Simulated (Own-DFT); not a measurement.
# Computed records: AlN (wurtzite, strained, atoms displaced)

Computed with Own-DFT development build. A calculation, not a measurement: plane-wave PBE density functional theory by an unreviewed code, no spin, of a simulated periodic cell, stress positive in tension, free energy of the whole cell less one offset for each atom, forces on such cells passed a denser k mesh, this cell's mesh not checked; offsets are fitted by least squares, one for each functional and potential file, so energies compare only between cells with the same atoms and settings and are not formation energies; the far tail of each file's local potential was reset to the Coulomb form; each entry is a single point on an unrelaxed cell, so the pressure reflects the starting lattice, mostly measured values (interpolated for alloys), from which strain is counted, and rises with the displacements; printed positions are rounded, which can move forces by about a meV/angstrom; the program, named Own-DFT, is a retired in-house code; no spin-orbit coupling.

Common to all runs: functional PBE; potential files PseudoDojo norm-conserving, scalar-relativistic, standard set; wave cutoff 42 hartree; occupations Fermi-Dirac; smearing width 0.1 eV; hardware one NVIDIA H100; k mesh 2 x 2 x 2 centred on Gamma.

(1) AlN (wurtzite, strained, atoms displaced)

```
AlN
1.0
     12.2191     0.0421     0.1422
     -6.0731    10.6333    -0.0796
      0.1138    -0.0078     9.8779
Al N Al N Al N Al N Al N Al N Al N Al N Al N Al N Al N Al N Al N Al N Al N Al N Al N Al N Al N Al N Al N Al N Al N Al N Al N Al N Al N Al N Al N Al N Al N Al N
2 2 2 2 2 2 2 2 2 2 2 2 2 2 2 2 2 2 2 2 2 2 2 2 2 2 2 2 2 2 2 2 2 2 2 2 2 2 2 2 2 2 2 2 2 2 2 2 2 2 2 2 2 2 2 2 2 2 2 2 2 2 2 2
Direct
  0.07927 0.16863 0.99408
  0.16881 0.07655 0.25162
  0.08670 0.16619 0.18533
  0.17190 0.08217 0.44470
  0.07907 0.16491 0.49705
  0.16558 0.08200 0.74896
  0.08260 0.17345 0.69271
  0.16040 0.07986 0.93194
  0.08606 0.41337 0.99564
  0.16314 0.32847 0.24203
  0.07380 0.41132 0.19071
  0.17116 0.34143 0.44332
  0.08007 0.41347 0.49638
  0.15691 0.32696 0.75136
  0.08001 0.42098 0.68640
  0.16523 0.33372 0.94603
  0.09282 0.67639 0.99879
  0.17246 0.58552 0.26093
  0.08772 0.66659 0.19253
  0.16934 0.59047 0.44619
  0.09221 0.67694 0.49663
  0.17089 0.58483 0.75219
  0.08166 0.66282 0.68325
  0.16939 0.58155 0.93792
  0.08142 0.90920 0.00352
  0.16669 0.84056 0.25190
  0.08644 0.91480 0.20028
  0.16432 0.83437 0.44218
  0.08344 0.92395 0.49994
  0.16444 0.82999 0.75271
  0.08147 0.91213 0.68969
  0.16811 0.83580 0.95008
  0.33306 0.16310 0.99534
  0.41917 0.08829 0.23772
  0.32338 0.16171 0.19109
  0.41158 0.08277 0.43959
  0.33563 0.17161 0.49940
  0.40702 0.07548 0.74915
  0.33434 0.16560 0.69776
  0.41407 0.07566 0.93806
  0.33438 0.42347 0.00309
  0.41604 0.33493 0.24748
  0.33460 0.42260 0.18788
  0.41449 0.32521 0.43511
  0.32218 0.41168 0.50049
  0.42249 0.33208 0.74326
  0.33025 0.41375 0.68573
  0.41503 0.32554 0.93832
  0.33058 0.66197 0.99638
  0.40968 0.58170 0.25715
  0.33095 0.66467 0.18750
  0.41684 0.58124 0.44556
  0.33150 0.65959 0.50013
  0.41485 0.58287 0.75592
  0.33667 0.66107 0.68979
  0.41473 0.58219 0.94244
  0.33595 0.91105 0.00544
  0.41707 0.83809 0.25123
  0.32627 0.90829 0.19574
  0.41092 0.83080 0.43508
  0.33525 0.91585 0.49332
  0.41537 0.83351 0.75761
  0.33745 0.91954 0.69495
  0.41584 0.83300 0.94006
  0.57829 0.16319 0.99592
  0.66906 0.07736 0.24507
  0.57011 0.15781 0.17994
  0.66950 0.08575 0.44129
  0.58588 0.16069 0.49364
  0.67065 0.09053 0.75000
  0.58428 0.17126 0.69344
  0.66954 0.09624 0.92977
  0.58873 0.42216 0.00035
  0.66688 0.33200 0.25869
  0.58268 0.41611 0.19013
  0.66534 0.33825 0.43176
  0.58242 0.40839 0.50296
  0.66079 0.33081 0.75769
  0.57583 0.41176 0.69878
  0.66925 0.33734 0.93354
  0.57700 0.65969 0.00063
  0.66814 0.58401 0.25164
  0.58446 0.66603 0.19557
  0.66855 0.58247 0.43950
  0.57918 0.66709 0.49905
  0.66115 0.58257 0.76075
  0.58036 0.66331 0.69805
  0.66233 0.58243 0.94639
  0.58266 0.92140 0.99860
  0.66070 0.83066 0.25139
  0.57917 0.91094 0.18848
  0.66665 0.83152 0.43765
  0.57143 0.90592 0.50094
  0.66354 0.83091 0.75148
  0.57843 0.91019 0.69204
  0.66210 0.82961 0.93620
  0.83505 0.17118 0.00693
  0.92113 0.07991 0.24832
  0.83223 0.17365 0.19467
  0.91673 0.09046 0.44521
  0.82500 0.16089 0.50059
  0.90831 0.07810 0.75142
  0.83369 0.16921 0.69092
  0.91610 0.08074 0.94654
  0.82642 0.40584 0.00588
  0.91710 0.33909 0.24119
  0.83605 0.41911 0.19451
  0.92447 0.33450 0.44139
  0.83640 0.42248 0.48794
  0.91163 0.33113 0.75576
  0.83179 0.42230 0.69179
  0.91899 0.32949 0.93685
  0.82837 0.66644 0.00049
  0.90835 0.57560 0.25483
  0.83428 0.66738 0.19590
  0.91915 0.58589 0.43571
  0.82962 0.66694 0.50222
  0.92318 0.57880 0.75181
  0.83947 0.66865 0.69874
  0.92159 0.58466 0.94051
  0.83913 0.91375 0.99429
  0.91319 0.83696 0.24445
  0.82938 0.90742 0.19868
  0.91463 0.83016 0.44938
  0.82689 0.91362 0.51470
  0.92433 0.83308 0.74289
  0.83240 0.91511 0.68628
  0.92005 0.83015 0.93787
```

| Item | Value |
| --- | --- |
| free energy of cell above offsets | -49.541 eV |
| pressure | 14.9 GPa |
| stress xx | -18.15 GPa |
| stress yy | -14.05 GPa |
| stress zz | -12.5 GPa |
| stress yz | -0.38 GPa |
| stress xz | 3.02 GPa |
| stress xy | 0.59 GPa |
| wall time | 390.6 s |

Force:
```tsv
element	x (eV/Å)	y (eV/Å)	z (eV/Å)
Al	1.942	-0.738	0.541
Al	-1.99	0.908	0.621
N	-0.098	-1.143	0.598
N	-1.857	1.347	-0.68
Al	0.83	1.226	0.796
Al	-0.466	0.205	-0.637
N	0.035	-3.522	-0.82
N	0.593	-0.374	2.007
Al	-2.427	1.732	1.256
Al	-0.279	1.248	1.069
N	3.05	1.776	-0.816
N	-1.3	-2.975	-2.416
Al	0.085	1.913	1.291
Al	0.672	3.258	-0.062
N	0.648	-1.008	1.16
N	1.637	-0.383	-1.233
Al	-0.8	-3.321	1.667
Al	-1.899	-0.52	-1.755
N	-0.792	0.14	0.158
N	1.107	-1.763	-0.473
Al	-1.86	-1.76	0.245
Al	-0.756	-0.625	-1.345
N	1.376	1.526	1.349
N	-0.501	0.179	0.197
Al	-1.045	2.207	0.231
Al	1.397	-3.752	1.192
N	-3.028	0.547	-2.142
N	0.517	1.848	-0.232
Al	0.425	-2.432	0.343
Al	0.348	0.049	-0.428
N	1.495	1.942	-0.251
N	1.487	0.36	-2.037
Al	-1.355	-0.345	0.162
Al	-3.051	-2.519	2.491
N	2.252	1.612	-1.342
N	2.007	0.102	-0.775
Al	0.276	-1.739	1.235
Al	1.574	2.18	0.324
N	-0.73	-0.14	-1.729
N	-0.135	0.009	0.674
Al	1.021	-2.493	-0.961
Al	-0.181	-0.59	-0.347
N	-0.076	-1.154	0.828
N	-0.548	2.577	0.478
Al	3.5	1.148	0.671
Al	-4.417	-1.322	2.042
N	0.1	-0.045	1.56
N	-0.237	2.111	0.516
Al	-0.324	1.051	1.159
Al	1.295	0.825	-0.732
N	0.798	0.862	0.415
N	-0.235	-0.55	-0.875
Al	-0.682	1.177	0.773
Al	0.706	-1.595	-1.088
N	-1.348	1.869	0.257
N	0.419	0.136	-0.393
Al	-1.814	0.988	0.188
Al	-0.292	-2.033	-0.723
N	0.99	2.5	-1.049
N	1.501	-0.856	0.824
Al	-2.05	0.679	1.228
Al	0.08	-0.719	-1.654
N	-0.606	-2.582	-1.433
N	1.094	-0.865	0.889
Al	-0.85	1.455	-0.785
Al	-1.778	0.622	0.719
N	4.366	2.347	0.918
N	-0.175	-2.824	-1.548
Al	-3.122	1.71	1.563
Al	-0.933	-1.276	-1.536
N	-0.313	-1.411	-1.317
N	1.726	-2.078	2.754
Al	-1.059	-2.256	0.302
Al	-0.905	-0.418	-4.009
N	0.689	0.001	-0.008
N	2.358	-2.017	2.736
Al	-2.25	2.107	0.428
Al	1.037	1.172	-2.674
N	3.168	2.527	-1.943
N	-0.109	-1.014	3.221
Al	-0.481	1.901	1.215
Al	-0.277	-0.337	0.201
N	-1.182	-0.462	-0.678
N	-1.086	-0.783	1.003
Al	1.654	-0.857	0.809
Al	1.835	-0.041	-1.794
N	0.1	0.561	-1.161
N	0.722	0.398	-0.321
Al	0.788	-0.202	-0.877
Al	1.081	-0.564	-0.289
N	0.263	1.359	-0.277
N	-0.994	0.403	1.077
Al	0.974	1.312	0.307
Al	0.207	-0.286	-0.324
N	0.189	1.555	-0.36
N	0.74	0.673	1.519
Al	-0.113	-1.108	-1.042
Al	-1.259	0.414	0.653
N	1.131	-1.644	-0.681
N	0.798	-2.389	-1.164
Al	1.381	2.789	0.434
Al	0.848	1.135	-0.01
N	0.191	-0.814	-0.219
N	-1.328	-0.127	-0.744
Al	0.735	2.551	-1.266
Al	0.237	-1.277	2.934
N	-1.836	-1.788	-0.976
N	-3.082	-1.21	-1.318
Al	0.676	-0.84	2.225
Al	-0.091	1.441	-2.34
N	0.053	-2.387	-1.033
N	-0.433	0.475	1.74
Al	1.909	-0.588	0.153
Al	1.57	3.39	-1.331
N	-0.214	0.086	-1.275
N	-0.037	0.444	1.315
Al	1.165	-0.5	0.756
Al	-1.792	0.952	0.33
N	-1.327	-1.444	-0.675
N	-0.288	-0.625	1.032
Al	-1.843	-0.428	0.951
Al	3.07	-2.344	2.828
N	-2.294	2.848	-2.382
N	-0.611	1.662	-1.116
Al	0.813	0.473	-4.82
Al	-2.078	-0.855	1.009
N	-0.04	-0.063	4.008
N	-0.377	0.121	0.146
```

(2) AlN (wurtzite, strained, atoms displaced)

```
AlN
1.0
     12.2076     0.0058     0.1743
     -6.0988    10.8707    -0.1808
      0.1395    -0.0866    10.0078
Al N Al N Al N Al N Al N Al N Al N Al N Al N Al N Al N Al N Al N Al N Al N Al N Al N Al N Al N Al N Al N Al N Al N Al N Al N Al N Al N Al N Al N Al N Al N Al N
2 2 2 2 2 2 2 2 2 2 2 2 2 2 2 2 2 2 2 2 2 2 2 2 2 2 2 2 2 2 2 2 2 2 2 2 2 2 2 2 2 2 2 2 2 2 2 2 2 2 2 2 2 2 2 2 2 2 2 2 2 2 2 2
Direct
  0.07710 0.16344 0.99432
  0.16328 0.08131 0.25081
  0.08422 0.16639 0.19059
  0.16121 0.07533 0.44210
  0.08448 0.16372 0.49529
  0.16916 0.08064 0.74425
  0.08618 0.17297 0.68869
  0.16604 0.08362 0.92982
  0.08419 0.41919 0.00302
  0.15920 0.33067 0.26003
  0.08549 0.42013 0.19132
  0.16532 0.32813 0.45021
  0.08258 0.41972 0.49910
  0.16317 0.32782 0.74731
  0.07773 0.41370 0.69631
  0.16623 0.33314 0.94257
  0.09728 0.67257 0.00171
  0.16474 0.59091 0.25285
  0.08707 0.65879 0.18910
  0.17078 0.58689 0.43407
  0.08227 0.66947 0.50527
  0.16253 0.58484 0.74927
  0.08531 0.66922 0.69123
  0.17756 0.58925 0.93916
  0.08543 0.90834 0.00622
  0.16986 0.83117 0.25591
  0.09099 0.91610 0.19726
  0.16414 0.83364 0.43613
  0.08844 0.92100 0.49221
  0.16984 0.83619 0.74507
  0.08761 0.91125 0.69494
  0.16353 0.82825 0.94725
  0.33433 0.16238 0.99582
  0.40940 0.08406 0.24321
  0.32931 0.16175 0.18375
  0.42435 0.08616 0.44142
  0.33313 0.17519 0.49528
  0.40832 0.07962 0.74918
  0.33969 0.16686 0.68964
  0.41415 0.08760 0.94015
  0.33580 0.41512 0.00140
  0.42336 0.33108 0.25296
  0.32638 0.41237 0.19014
  0.41664 0.33482 0.45267
  0.33817 0.42012 0.50778
  0.41883 0.34181 0.74822
  0.32719 0.42046 0.70216
  0.42051 0.33762 0.93616
  0.33606 0.66686 0.98757
  0.42912 0.58133 0.25153
  0.33390 0.66596 0.19624
  0.41946 0.58559 0.43892
  0.33269 0.66018 0.49849
  0.41563 0.58742 0.74807
  0.33301 0.65988 0.69193
  0.40991 0.57763 0.94277
  0.33554 0.92127 0.00305
  0.41523 0.83507 0.24239
  0.33281 0.91599 0.18698
  0.42282 0.83271 0.43731
  0.34197 0.92598 0.50470
  0.41558 0.82366 0.74610
  0.33357 0.91983 0.68685
  0.42068 0.83524 0.94072
  0.58229 0.16902 0.99811
  0.66925 0.08174 0.25572
  0.58426 0.16977 0.18918
  0.67053 0.08636 0.44228
  0.58687 0.17143 0.49899
  0.66845 0.08395 0.75659
  0.58109 0.16453 0.69292
  0.66955 0.08722 0.93994
  0.58443 0.41688 0.99605
  0.66348 0.33801 0.26110
  0.58516 0.42099 0.18361
  0.67584 0.34765 0.43576
  0.58093 0.41060 0.50122
  0.66512 0.33268 0.75835
  0.58034 0.41495 0.68744
  0.67065 0.33231 0.94543
  0.58534 0.66647 0.00227
  0.66404 0.58112 0.24688
  0.58447 0.66499 0.19175
  0.66932 0.58216 0.44250
  0.58489 0.66302 0.49366
  0.66434 0.58397 0.74992
  0.58724 0.66193 0.68931
  0.66296 0.58043 0.94215
  0.58295 0.91408 0.00079
  0.66490 0.83188 0.24911
  0.58553 0.91517 0.18807
  0.67334 0.83841 0.44416
  0.58869 0.91066 0.50498
  0.65892 0.83158 0.75020
  0.57570 0.91602 0.69428
  0.67006 0.83742 0.93770
  0.83007 0.16515 0.00152
  0.91884 0.08419 0.25559
  0.83196 0.16704 0.19421
  0.91836 0.08037 0.43957
  0.83599 0.16576 0.50253
  0.91047 0.07957 0.74455
  0.82516 0.15951 0.70408
  0.92316 0.09127 0.94503
  0.83548 0.41248 0.99541
  0.92377 0.33578 0.25024
  0.84260 0.41888 0.19002
  0.91510 0.33050 0.44229
  0.82545 0.40629 0.49462
  0.92071 0.33311 0.75853
  0.82768 0.41426 0.69153
  0.91397 0.33521 0.94499
  0.83231 0.66905 0.00890
  0.91114 0.57789 0.24710
  0.83759 0.66763 0.19597
  0.91453 0.58465 0.44007
  0.84042 0.66520 0.49823
  0.92503 0.59257 0.76059
  0.83064 0.66624 0.69343
  0.91179 0.57855 0.94075
  0.82943 0.91941 0.00065
  0.91925 0.84266 0.24928
  0.83765 0.92425 0.18919
  0.91908 0.84031 0.44934
  0.82115 0.91139 0.50214
  0.91480 0.82755 0.75753
  0.83308 0.91707 0.68636
  0.91735 0.83675 0.94430
```

| Item | Value |
| --- | --- |
| free energy of cell above offsets | -51.880 eV |
| pressure | 7.35 GPa |
| stress xx | -15.42 GPa |
| stress yy | -2.66 GPa |
| stress zz | -3.98 GPa |
| stress yz | -2.33 GPa |
| stress xz | 3.2 GPa |
| stress xy | 0.86 GPa |
| wall time | 379.6 s |

Force:
```tsv
element	x (eV/Å)	y (eV/Å)	z (eV/Å)
Al	2.845	1.993	1.116
Al	0.116	0.227	-0.414
N	-0.149	-0.037	0.297
N	1.287	2.697	-0.99
Al	-1.002	0.129	1.476
Al	-0.794	0.305	0.15
N	0.128	-2.735	-0.731
N	0.647	-0.925	1.752
Al	0.563	0.069	-0.223
Al	1.118	0.531	-1.277
N	0.515	0.123	0.523
N	0.131	1.167	-0.748
Al	0.026	-0.153	0.742
Al	-0.903	1.335	1.697
N	1.187	1.471	-1.258
N	-0.033	-0.432	-0.415
Al	-1.669	-1.877	0.601
Al	3.864	-2.29	-0.176
N	-3.685	2.838	-0.748
N	-0.832	-0.899	2.368
Al	0.085	-0.211	-1.379
Al	1.084	-1.277	0.523
N	0.35	0.469	-0.028
N	-1.981	-1.631	-0.996
Al	-2.053	2.314	-0.379
Al	-0.263	-0.993	-1.241
N	-1.133	0.016	-0.787
N	1.869	-0.291	1.521
Al	-1.091	-1.962	2.071
Al	0.53	-0.83	1.426
N	-2.068	1.143	-1.332
N	1.854	0.836	-1.764
Al	-3.476	2.296	-0.076
Al	2.464	-0.579	1.158
N	-0.41	1.428	1.053
N	-1.908	0.533	-1.188
Al	1.104	-2.65	1.531
Al	2.013	0.805	0.216
N	-2.104	1.283	-1.022
N	2.59	-2.206	-0.634
Al	-1.542	-0.246	0.118
Al	-2.518	0.034	-0.888
N	1.934	0.32	1.238
N	0.432	-0.006	-2.392
Al	-1.743	0.332	0.14
Al	-0.363	-1.645	0.537
N	1.69	0.297	-2.02
N	0.557	-1.336	0.383
Al	0.345	0.997	3.128
Al	-4.599	-1.21	-0.472
N	0.811	0.341	-1.158
N	1.228	-1.424	0.417
Al	-0.828	2.102	-0.516
Al	1.988	-1.702	1.447
N	-1.746	1.239	-1.207
N	2.295	0.993	-0.753
Al	0.043	-0.457	-1.005
Al	0.968	-1.173	1.198
N	-0.067	0.804	0.449
N	-0.652	-0.027	0.733
Al	0.167	-1.359	-1.609
Al	-1.987	1.329	0.659
N	0.97	-1.251	1.081
N	-0.749	-0.443	-0.738
Al	0.441	-0.021	0.65
Al	-1.148	0.284	-0.716
N	-0.363	-0.126	0.71
N	0.238	-0.948	0.475
Al	0.38	-0.128	0.91
Al	-2.568	-0.833	-0.483
N	0.066	0.446	-0.092
N	-0.696	-1.546	0.865
Al	0.063	-0.101	-0.036
Al	1.897	-0.556	-4.049
N	0.183	-0.735	1.222
N	-1.886	-3.439	0.811
Al	-0.029	2.498	1.078
Al	-0.071	-0.358	-1.023
N	0.797	0.69	0.57
N	-1.173	-0.081	-0.508
Al	-1.362	0.075	-0.755
Al	1.462	0.612	1.115
N	1.353	1.578	-0.54
N	-0.029	-0.821	-1.049
Al	0.122	0.933	1.311
Al	1.56	-1.204	0.359
N	-2.632	1.562	-0.581
N	0.811	0.533	-0.065
Al	-0.254	1.557	-0.044
Al	0.461	0.624	0.327
N	-0.206	0.493	0.216
N	-1.889	-3.596	-2.297
Al	-3.17	1.976	-0.216
Al	1.535	0.044	-0.37
N	1.991	0.168	-0.54
N	-0.325	-1.64	0.256
Al	0.515	1.091	0.653
Al	-0.726	0.577	-0.988
N	0.996	0.278	-0.315
N	-0.616	-0.143	0.831
Al	-0.314	0.217	0.524
Al	1.588	0.436	1.177
N	1.879	2.168	-2.333
N	-2.597	-2.791	-1.679
Al	-2.021	2.051	1.86
Al	-1.349	-0.792	-0.02
N	-1.78	-0.964	0.088
N	0.816	-0.246	-0.304
Al	2.188	3.339	2.47
Al	-2.493	-0.783	-0.648
N	1.334	0.629	-0.104
N	2.915	-1.529	-0.582
Al	0.498	-0.338	-1.1
Al	1.552	0.865	0.564
N	-1.312	0.881	-0.407
N	2.698	-1.733	-0.579
Al	-2.741	1.863	1.126
Al	-1.858	-2.092	-1.557
N	1.074	0.07	-0.147
N	1.022	1.16	1.302
Al	1.444	1.299	-0.093
Al	0.73	-1.322	1.219
N	-0.624	-1.323	0.127
N	0.046	-1.305	-1.536
Al	4.688	2.392	0.914
Al	-0.226	1.165	-1.304
N	-0.481	-0.695	1.445
N	0.143	-0.905	0.693
```
